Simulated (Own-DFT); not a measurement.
## Calculated data, SiC (twinned 3C silicon carbide, atoms displaced), GaP (zincblende, atoms displaced), GaN (wurtzite, strained, atoms displaced), GaAs (zincblende with one plane slipped along a stacking-fault path, atoms displaced)

Computed with Own-DFT development build. A calculation, not a measurement: plane-wave PBE density functional theory by an unreviewed code, no spin, of a simulated periodic cell, stress positive in tension, free energy of the whole cell less one offset for each atom, forces on such cells passed a denser k mesh, this cell's mesh not checked; offsets are fitted by least squares, one for each functional and potential file, so energies compare only between cells with the same atoms and settings and are not formation energies; the far tail of each file's local potential was reset to the Coulomb form; each entry is a single point on an unrelaxed cell, so the pressure reflects the starting lattice, mostly measured values (interpolated for alloys), from which strain is counted, and rises with the displacements; printed positions are rounded, which can move forces by about a meV/angstrom; the program, named Own-DFT, is a retired in-house code; no spin-orbit coupling.

Settings shared by all entries: functional PBE.

(1) SiC (twinned 3C silicon carbide, atoms displaced)

```
SiC
1.0
      4.3596    -4.3596     0.0000
      0.0000     4.3596    -4.3596
      8.7192     8.7192     8.7192
Si C Si C Si C Si C Si C Si C Si C Si C Si C Si C Si C Si C Si C Si C Si C Si C Si C Si C Si C Si C Si C Si C Si C Si C
1 1 1 1 1 1 1 1 1 1 1 1 1 1 1 1 1 1 1 1 1 1 1 1 1 1 1 1 1 1 1 1 1 1 1 1 1 1 1 1 1 1 1 1 1 1 1 1
Direct
  0.03052 0.01015 0.43735
  0.98391 0.98143 0.05730
  0.19145 0.34316 0.11381
  0.17005 0.33447 0.22919
  0.32534 0.18197 0.27501
  0.35561 0.17577 0.39783
  0.99173 0.49926 0.42969
  0.00506 0.50267 0.06399
  0.16505 0.83275 0.10131
  0.16274 0.82026 0.22408
  0.37711 0.67688 0.25826
  0.33544 0.65394 0.39418
  0.49919 0.99714 0.43776
  0.48606 0.98316 0.05609
  0.66656 0.31617 0.11954
  0.67252 0.32957 0.23384
  0.83297 0.15137 0.27870
  0.81940 0.15853 0.39819
  0.47786 0.46388 0.44318
  0.48099 0.51442 0.06884
  0.64076 0.84091 0.10265
  0.67529 0.83331 0.22766
  0.82957 0.67440 0.27574
  0.86448 0.68569 0.39652
  0.99608 0.98426 0.93731
  0.00428 0.00691 0.57023
  0.82425 0.69814 0.61244
  0.82254 0.68732 0.72827
  0.64147 0.84857 0.77660
  0.66476 0.81951 0.90198
  0.98271 0.48949 0.94314
  0.01296 0.50862 0.56342
  0.86215 0.17716 0.61215
  0.82274 0.14459 0.72412
  0.66667 0.31339 0.76758
  0.66034 0.34567 0.89483
  0.49011 0.99842 0.93397
  0.51402 0.01642 0.56251
  0.33349 0.65959 0.61313
  0.31685 0.65072 0.72595
  0.16819 0.77979 0.76925
  0.17661 0.84976 0.90402
  0.53064 0.52180 0.93464
  0.51756 0.49657 0.54714
  0.33083 0.19058 0.61023
  0.31096 0.14059 0.72406
  0.15745 0.35136 0.75930
  0.16654 0.34098 0.89597
```

```
potential files                   : PseudoDojo norm-conserving, scalar-relativistic, standard set
wave cutoff                       : 42 hartree
occupations                       : Fermi-Dirac
smearing width                    : 0.1 eV
hardware                          : one NVIDIA H100
k mesh                            : 5 x 5 x 2 centred on Gamma
free energy of cell above offsets : 8.460 eV
pressure                          : 10.81 GPa
stress xx                         : -9.38 GPa
stress yy                         : -11.04 GPa
stress zz                         : -12 GPa
stress yz                         : -2.84 GPa
stress xz                         : -1.4 GPa
stress xy                         : -2.31 GPa
wall time                         : 204.3 s
```

Force:
```tsv
element	x (eV/Å)	y (eV/Å)	z (eV/Å)
Si	-1.331	2.925	1.628
C	1.786	2.077	0.147
Si	-6.738	-0.545	0.195
C	0.744	1.736	1.238
Si	0.462	-4.207	1.488
C	-3.059	-1.505	1.371
Si	3.326	-0.802	1.597
C	-0.308	0.753	2.655
Si	-1.278	1.023	0.493
C	1.835	1.354	-0.548
Si	-3.585	7.133	4.597
C	-0.339	-0.574	-0.754
Si	0.633	-0.789	2.785
C	1.213	3.295	-1.768
Si	-2.743	-2.039	-4.585
C	1.088	2.387	1.96
Si	-0.649	0.421	-2.417
C	1.992	-1.741	-0.472
Si	-1.852	-1.282	-9.047
C	2.325	-4.744	-0.762
Si	3.086	-3.9	0.404
C	2.24	-1.501	-3.007
Si	1.038	-3.674	0.024
C	-2.467	1.634	0.19
Si	0.676	2.257	-3.21
C	-0.507	-1.84	-2.47
Si	-1.553	-5.245	0.614
C	1.236	0.033	3.865
Si	1.974	-3.571	2.576
C	-1.058	1.552	-6.3
Si	1.51	-1.639	-0.941
C	0.07	1.063	0.554
Si	-6.163	-0.416	-4.016
C	2.526	3.745	0.14
Si	-1.754	3.263	-1.87
C	0.468	-3.578	1.404
Si	2.985	-0.05	-0.218
C	0.509	0.626	1.689
Si	-3.862	-3.471	-6.623
C	4.124	-2.94	-1.108
Si	-2.15	11.31	-3.873
C	-3.943	-3.889	1.333
Si	-3.678	3.248	6.05
C	6.838	8.11	5.665
Si	-0.5	-5.214	-0.279
C	3.543	1.707	0.874
Si	2.175	-1.761	9.242
C	-0.884	-0.734	-0.513
```

(2) GaP (zincblende, atoms displaced)

```
GaP
1.0
     10.9010     0.0000     0.0000
      0.0000    10.9010     0.0000
      0.0000     0.0000    10.9010
Ga P Ga P Ga P Ga P Ga P Ga P Ga P Ga P
4 4 4 4 4 4 4 4 4 4 4 4 4 4 4 4
Direct
  0.99949 0.98032 0.00669
  0.00916 0.23857 0.25634
  0.25544 0.99484 0.25224
  0.25429 0.23952 0.98935
  0.12483 0.11175 0.13286
  0.13399 0.38380 0.37321
  0.37363 0.14878 0.37377
  0.36574 0.37797 0.12292
  0.00765 0.00225 0.49136
  0.00422 0.25776 0.74443
  0.22492 0.99902 0.75883
  0.23779 0.24401 0.49528
  0.12429 0.14623 0.63651
  0.11601 0.38448 0.87078
  0.37986 0.11093 0.86239
  0.38173 0.38545 0.62063
  0.99516 0.50942 0.00081
  0.99048 0.75426 0.26621
  0.26781 0.48671 0.26444
  0.25477 0.75542 0.99213
  0.13366 0.63240 0.11608
  0.13774 0.87622 0.37545
  0.38729 0.62673 0.37319
  0.38626 0.88523 0.12344
  0.98835 0.49190 0.50615
  0.02198 0.75181 0.76064
  0.25851 0.49477 0.75958
  0.24473 0.74449 0.49887
  0.13051 0.62068 0.62622
  0.11412 0.86126 0.87174
  0.36584 0.62583 0.87174
  0.36787 0.87177 0.61419
  0.50456 0.99718 0.99983
  0.51444 0.25951 0.24473
  0.74311 0.02198 0.26156
  0.73957 0.25076 0.98398
  0.64167 0.12929 0.12251
  0.62229 0.36920 0.38231
  0.88545 0.13282 0.37271
  0.87408 0.37436 0.12603
  0.51114 0.00472 0.49585
  0.49987 0.26498 0.75733
  0.75135 0.00914 0.74534
  0.74451 0.25187 0.49560
  0.61909 0.13211 0.62785
  0.62405 0.35677 0.85957
  0.86120 0.13677 0.88799
  0.86427 0.38030 0.61852
  0.50270 0.49826 0.99292
  0.48847 0.74582 0.24521
  0.76437 0.49805 0.24221
  0.74981 0.75118 0.99946
  0.62230 0.62766 0.11682
  0.61792 0.87533 0.37525
  0.87024 0.62714 0.36533
  0.88271 0.87595 0.11662
  0.50307 0.49066 0.51028
  0.49767 0.74645 0.75988
  0.75012 0.51795 0.75284
  0.75494 0.75421 0.50438
  0.63868 0.61764 0.62166
  0.62114 0.86031 0.87379
  0.89097 0.63169 0.87238
  0.86586 0.87058 0.62410
```

```
potential files                   : PseudoDojo norm-conserving, scalar-relativistic, standard set
wave cutoff                       : 42 hartree
occupations                       : Fermi-Dirac
smearing width                    : 0.1 eV
hardware                          : one NVIDIA H100
k mesh                            : 3 x 3 x 3 centred on Gamma
free energy of cell above offsets : -25.780 eV
pressure                          : 4.94 GPa
stress xx                         : -4.97 GPa
stress yy                         : -4.69 GPa
stress zz                         : -5.16 GPa
stress yz                         : -0.14 GPa
stress xz                         : 0.36 GPa
stress xy                         : -1.38 GPa
wall time                         : 596.8 s
```

Force:
```tsv
element	x (eV/Å)	y (eV/Å)	z (eV/Å)
Ga	1.085	2.857	-1.489
Ga	0.628	2.007	-1.333
Ga	0.882	1.157	0.108
Ga	-0.701	0.232	0.459
P	0.374	0.303	-1.513
P	-2.175	-1.078	0.965
P	0.916	-2.281	-0.553
P	1.748	-1.106	-1.123
Ga	-0.333	-0.127	1.295
Ga	-2.655	1.171	1.353
Ga	1.55	-0.209	-1.348
Ga	1.015	1.436	0.449
P	0.327	-2.907	-1.392
P	0.803	-0.928	0.848
P	-0.229	0.793	0.618
P	-2.248	-2.133	1.574
Ga	0.797	-0.582	0.958
Ga	1.769	0.647	-2.139
Ga	-0.303	2.226	-1.223
Ga	0.157	0.202	1.124
P	-0.424	-0.493	1.794
P	-1.271	-0.409	0.095
P	-1.006	-1.047	1.44
P	-1.485	-1.01	0.047
Ga	1.39	1.505	-1.187
Ga	-3.637	-3.313	-4.925
Ga	-0.899	-0.127	-1.364
Ga	0.827	-0.403	-0.052
P	-0.629	-0.489	-0.003
P	3.154	4.311	3.519
P	1.526	-0.058	0.683
P	0.54	0.776	1.304
Ga	1.082	0.634	-0.516
Ga	-1.298	-0.348	-0.804
Ga	1.048	-2.137	-0.113
Ga	0.14	1.475	2.778
P	-2.176	0.188	-0.47
P	0.707	1.651	-1.245
P	-1.356	-0.671	1.498
P	0.926	-1.148	-1.197
Ga	-1.912	0.497	0.468
Ga	-3.265	-2.95	-3.274
Ga	-0.451	-0.378	0.606
Ga	0.729	-0.821	0.757
P	0.415	-0.126	-0.153
P	2.069	4.921	2.428
P	3.551	-2.706	-2.509
P	-0.236	-0.942	1.468
Ga	-0.491	-0.259	0.023
Ga	1.509	0.709	-0.622
Ga	-2.256	0.339	0.446
Ga	0.766	-0.19	-0.065
P	0.459	-0.713	0.734
P	1.055	-0.306	-0.739
P	-0.066	-0.466	2.067
P	-2.908	-1.387	3.056
Ga	1.418	1.976	-1.548
Ga	-0.607	-0.369	-2.26
Ga	1.23	-1.619	0.768
Ga	-1.064	-0.805	-1.448
P	-2.128	1.515	-0.331
P	0.983	2.114	0.131
P	-1.926	0.01	0.101
P	2.563	1.393	0.977
```

(3) GaN (wurtzite, strained, atoms displaced)

```
GaN
1.0
     12.7560     0.0000     0.0000
     -4.7835     8.2853     0.0829
      0.0000     0.1037    10.3700
Ga N Ga N Ga N Ga N Ga N Ga N Ga N Ga N Ga N Ga N Ga N Ga N Ga N Ga N Ga N Ga N Ga N Ga N Ga N Ga N Ga N Ga N Ga N Ga N
2 2 2 2 2 2 2 2 2 2 2 2 2 2 2 2 2 2 2 2 2 2 2 2 2 2 2 2 2 2 2 2 2 2 2 2 2 2 2 2 2 2 2 2 2 2 2 2
Direct
  0.09025 0.22459 0.00684
  0.16578 0.10772 0.24576
  0.08237 0.23076 0.18732
  0.16593 0.10659 0.43950
  0.06964 0.21559 0.50949
  0.16789 0.10485 0.75010
  0.08060 0.22804 0.68692
  0.16801 0.10898 0.94050
  0.07998 0.55394 0.00511
  0.16384 0.43848 0.24483
  0.07953 0.55098 0.19545
  0.16144 0.43254 0.43578
  0.07848 0.55557 0.49755
  0.16805 0.44786 0.75261
  0.08083 0.55740 0.68464
  0.16185 0.44526 0.94262
  0.07471 0.87959 0.99225
  0.16130 0.77267 0.24941
  0.08623 0.89198 0.18386
  0.16587 0.77737 0.44150
  0.09256 0.89937 0.49978
  0.16660 0.77903 0.74515
  0.08242 0.89046 0.68502
  0.16599 0.76706 0.94103
  0.33392 0.22875 0.99868
  0.41151 0.11102 0.25040
  0.33388 0.22075 0.19053
  0.41264 0.09591 0.43465
  0.34071 0.23030 0.49725
  0.40949 0.10062 0.75766
  0.32775 0.21852 0.69135
  0.41165 0.10032 0.94020
  0.34027 0.56979 0.99524
  0.41873 0.44464 0.24439
  0.33597 0.56780 0.18812
  0.41205 0.43320 0.43377
  0.33057 0.55356 0.49725
  0.41601 0.45381 0.74881
  0.32781 0.54882 0.68493
  0.41569 0.44488 0.94367
  0.33625 0.88859 0.99748
  0.41896 0.78841 0.25807
  0.32923 0.87791 0.19010
  0.41823 0.76582 0.43269
  0.33193 0.88834 0.50019
  0.42271 0.77891 0.74846
  0.33911 0.88370 0.69049
  0.41391 0.77360 0.92296
  0.58153 0.22827 0.00556
  0.67073 0.10648 0.25551
  0.58302 0.22902 0.18494
  0.66458 0.11719 0.43960
  0.57924 0.21114 0.50291
  0.66555 0.11681 0.75530
  0.58787 0.22420 0.68529
  0.66340 0.10828 0.93580
  0.57811 0.54565 0.00408
  0.66697 0.44541 0.24896
  0.58473 0.55708 0.19521
  0.66619 0.44734 0.43615
  0.58662 0.55422 0.49605
  0.66456 0.44869 0.74827
  0.58644 0.56698 0.69358
  0.67334 0.45048 0.94555
  0.58805 0.89214 0.00150
  0.66455 0.77045 0.25360
  0.57871 0.88445 0.19131
  0.66029 0.77227 0.43513
  0.58399 0.89468 0.50325
  0.67089 0.78212 0.75540
  0.58479 0.89495 0.68949
  0.66329 0.78127 0.93584
  0.83964 0.22251 0.99918
  0.91149 0.10779 0.24328
  0.83383 0.22314 0.18270
  0.91760 0.09871 0.43558
  0.83276 0.22266 0.49813
  0.92323 0.10569 0.75215
  0.83461 0.21796 0.69237
  0.90887 0.10376 0.93722
  0.83826 0.54953 0.00243
  0.90908 0.44846 0.24889
  0.83474 0.55725 0.19042
  0.90771 0.44045 0.43751
  0.83222 0.55506 0.50785
  0.92114 0.46361 0.74230
  0.83001 0.54982 0.68960
  0.91183 0.43212 0.93816
  0.83177 0.88589 0.99835
  0.92114 0.78710 0.24627
  0.82949 0.88778 0.18302
  0.92669 0.78589 0.44706
  0.82541 0.89678 0.49956
  0.91595 0.78627 0.74872
  0.83238 0.89661 0.68451
  0.92766 0.78872 0.94197
```

```
potential files                   : PseudoDojo norm-conserving, scalar-relativistic, standard set with the stringent files for Ga
wave cutoff                       : 96 hartree
occupations                       : Gaussian
smearing width                    : 0.01 eV
k mesh                            : 3 x 4 x 3 centred on Gamma
free energy of cell above offsets : -4.454 eV
pressure                          : 7.12 GPa
stress xx                         : -5.83 GPa
stress yy                         : -7.98 GPa
stress zz                         : -7.55 GPa
stress yz                         : 3.05 GPa
stress xz                         : -0.17 GPa
stress xy                         : -0.24 GPa
```

Force:
```tsv
element	x (eV/Å)	y (eV/Å)	z (eV/Å)
Ga	-1.034	-0.381	-1.546
Ga	-0.488	0.647	1.142
N	0.62	-2.349	0.183
N	-0.026	2.236	-0.665
Ga	2.372	0.58	-1.776
Ga	-1.383	0.86	0.194
N	1.539	-0.355	1.401
N	-0.272	0.113	-0.31
Ga	0.047	-0.704	0.077
Ga	0.478	1.793	1.214
N	-0.655	0.169	-0.578
N	-0.544	0.942	0.323
Ga	0.695	-0.752	-0.563
Ga	-1.059	-0.446	0.19
N	0.939	0.519	0.103
N	1.215	-0.045	-0.506
Ga	4.745	2.335	1.834
Ga	0.572	0.169	0.272
N	-0.34	-0.381	-0.238
N	0.348	-0.086	-0.516
Ga	-0.628	-1.419	-0.079
Ga	0.538	-0.384	0.752
N	0.2	-0.26	0.978
N	-0.76	1.457	-0.91
Ga	0.284	-1.712	0.404
Ga	1.389	-0.974	-0.504
N	-0.76	0.619	-0.948
N	-0.025	2.157	0.474
Ga	-0.879	-2.842	0.786
Ga	0.622	1.011	-1.334
N	1.667	0.955	-0.404
N	-0.126	2.29	0.273
Ga	-0.974	-1.644	1.437
Ga	-1.431	0.228	0.572
N	0.486	-1.065	-0.386
N	0.454	2.682	0.031
Ga	-0.057	-1.443	-0.367
Ga	0.846	-1.286	0.248
N	0.285	1.184	0.066
N	-0.029	0.5	-1.022
Ga	-0.362	-1.725	0.91
Ga	0.082	-1.399	-1.68
N	-0.734	1.597	-0.611
N	-0.688	1.671	2.469
Ga	0.603	-1.738	0.309
Ga	-0.165	-0.749	-1.526
N	-1.647	0.492	-0.72
N	0.58	1.547	2.62
Ga	0.958	-1.141	-1.294
Ga	-1.222	0.366	-1.362
N	0.332	-0.993	1.57
N	1.465	-1.028	-0.491
Ga	-1.167	1.519	-0.433
Ga	1.391	-0.211	-0.713
N	-1.838	0.314	0.874
N	-0.155	0.943	1.484
Ga	0.626	1.587	-0.081
Ga	0.276	-0.183	0.384
N	0.026	-0.375	-1.311
N	0.693	-0.894	0.539
Ga	-1.316	-0.265	0.689
Ga	0.204	-0.812	0.745
N	-0.161	-1.006	-0.964
N	-0.923	-0.125	-1.128
Ga	-1.243	-0.041	0.066
Ga	-0.523	1.004	-0.809
N	1.104	0.8	-0.392
N	0.227	1.104	0.987
Ga	-0.063	-0.995	-0.176
Ga	-0.983	0.622	-0.859
N	0.77	-0.19	-0.383
N	1.218	-1.253	1.16
Ga	-1.498	-1.295	-0.616
Ga	0.791	0.322	0.597
N	-0.445	0.149	1.173
N	-2.113	2.074	-1.282
Ga	0.36	-0.433	1.242
Ga	-2.13	1.289	0.421
N	-0.182	0.84	-0.717
N	1.941	0.359	0.323
Ga	-0.499	0.636	-0.151
Ga	2.044	-1.102	0.722
N	-1.225	1.174	-0.724
N	0.759	0.403	0.018
Ga	-0.351	0.844	-1.752
Ga	1.205	-3.389	1.574
N	-1.486	2.016	0.494
N	0.245	2.321	-0.702
Ga	-0.329	-0.146	-0.108
Ga	-0.096	-0.612	1.456
N	0.28	-0.162	0.71
N	-1.714	-0.894	-1.053
Ga	1.556	-2.686	-0.008
Ga	0.362	-0.795	-0.326
N	0.589	-1.119	0.561
N	-4.298	-3.159	-2.032
```

(4) GaAs (zincblende with one plane slipped along a stacking-fault path, atoms displaced)

```
GaAs
1.0
      5.6533    -5.6533     0.0000
      0.0000     5.6533    -5.6533
     11.4950    11.4950    10.9297
Ga As Ga As Ga As Ga As Ga As Ga As Ga As Ga As Ga As Ga As Ga As Ga As Ga As Ga As Ga As Ga As Ga As Ga As Ga As Ga As Ga As Ga As Ga As Ga As
1 1 1 1 1 1 1 1 1 1 1 1 1 1 1 1 1 1 1 1 1 1 1 1 1 1 1 1 1 1 1 1 1 1 1 1 1 1 1 1 1 1 1 1 1 1 1 1
Direct
  0.01601 0.01715 0.00026
  0.00618 0.00026 0.12102
  0.15783 0.32305 0.16342
  0.14864 0.30687 0.29654
  0.33227 0.15695 0.32886
  0.31393 0.14626 0.45973
  0.04031 0.04274 0.50217
  0.00026 0.01640 0.62310
  0.16565 0.34635 0.67123
  0.16534 0.34062 0.79292
  0.34391 0.17450 0.83523
  0.34131 0.17122 0.95964
  0.99186 0.49390 0.99979
  0.99070 0.49855 0.12848
  0.16020 0.83326 0.16893
  0.15825 0.80075 0.29456
  0.32103 0.63281 0.33534
  0.32149 0.64870 0.45733
  0.01444 0.53793 0.50272
  0.01925 0.53030 0.62516
  0.17689 0.85309 0.66713
  0.16706 0.84431 0.79219
  0.34215 0.68369 0.82809
  0.33144 0.67454 0.95771
  0.50938 0.00933 0.00356
  0.48913 0.98834 0.12051
  0.66435 0.33196 0.16971
  0.62467 0.30237 0.28722
  0.82997 0.15556 0.32910
  0.82062 0.13912 0.46211
  0.51756 0.03354 0.49666
  0.52200 0.03465 0.63542
  0.68213 0.34827 0.66929
  0.66618 0.34346 0.78972
  0.83224 0.18017 0.83805
  0.82788 0.16619 0.95753
  0.50297 0.48973 0.00396
  0.49410 0.49573 0.12569
  0.66571 0.81551 0.17015
  0.65374 0.81113 0.28705
  0.81470 0.63576 0.33503
  0.80269 0.62862 0.46329
  0.50770 0.52754 0.50319
  0.51766 0.52610 0.62041
  0.68906 0.86704 0.66639
  0.67272 0.84790 0.79407
  0.83727 0.66429 0.83008
  0.83731 0.66781 0.95982
```

```
potential files                   : PseudoDojo norm-conserving, scalar-relativistic, standard set
wave cutoff                       : 42 hartree
occupations                       : Fermi-Dirac
smearing width                    : 0.1 eV
k mesh                            : 4 x 4 x 2 centred on Gamma
free energy of cell above offsets : -14.223 eV
pressure                          : 5.18 GPa
stress xx                         : -4.92 GPa
stress yy                         : -5.5 GPa
stress zz                         : -5.12 GPa
stress yz                         : -2.2 GPa
stress xz                         : 0.28 GPa
stress xy                         : 1.84 GPa
```

Force:
```tsv
element	x (eV/Å)	y (eV/Å)	z (eV/Å)
Ga	-1.171	-0.493	0.351
As	-0.209	0.927	0.836
Ga	0.494	0.792	0.176
As	-0.151	-1.288	-1.357
Ga	-1.606	1.671	2.99
As	2.251	-2.893	-3.912
Ga	-3.208	2.575	3.289
As	1.478	-0.514	-0.393
Ga	0.119	-0.955	-0.785
As	0.601	0.197	0.237
Ga	-0.659	0.511	-0.042
As	-0.05	-0.346	-0.191
Ga	0.637	0.048	-0.137
As	0.029	-0.586	-0.295
Ga	0.27	-0.506	0.284
As	-0.278	0.731	-0.618
Ga	0.107	-0.152	-0.537
As	0.596	0.647	-1.613
Ga	-0.444	-0.868	1.783
As	-0.033	0.06	0.732
Ga	0.254	0.446	-0.366
As	0.091	-0.185	-0.315
Ga	0.022	0.419	0.965
As	0.302	-0.543	0.325
Ga	-1.325	-0.72	0.133
As	1.833	0.915	0.894
Ga	-1.443	-0.927	-0.123
As	3.319	-1.44	-1.038
Ga	-0.978	1.346	1.505
As	0.844	-0.968	-2.68
Ga	-0.348	0.878	2.654
As	-2.1	-1.342	0.053
Ga	0.016	0.54	-1.799
As	0.532	-0.036	0.424
Ga	-0.56	-0.782	-0.458
As	1.033	0.078	0.27
Ga	-0.429	0.43	-1.372
As	0.144	-0.121	0.407
Ga	-1.014	-0.442	-1.721
As	1.329	1.044	0.845
Ga	0.11	0.133	-0.031
As	0.573	-0.918	-3.063
Ga	-1.565	-0.02	1.622
As	0.91	1.492	1.601
Ga	-0.686	0.388	1.382
As	0.306	-0.769	-0.356
Ga	0.354	1.281	0.081
As	-0.296	0.267	-0.635
```
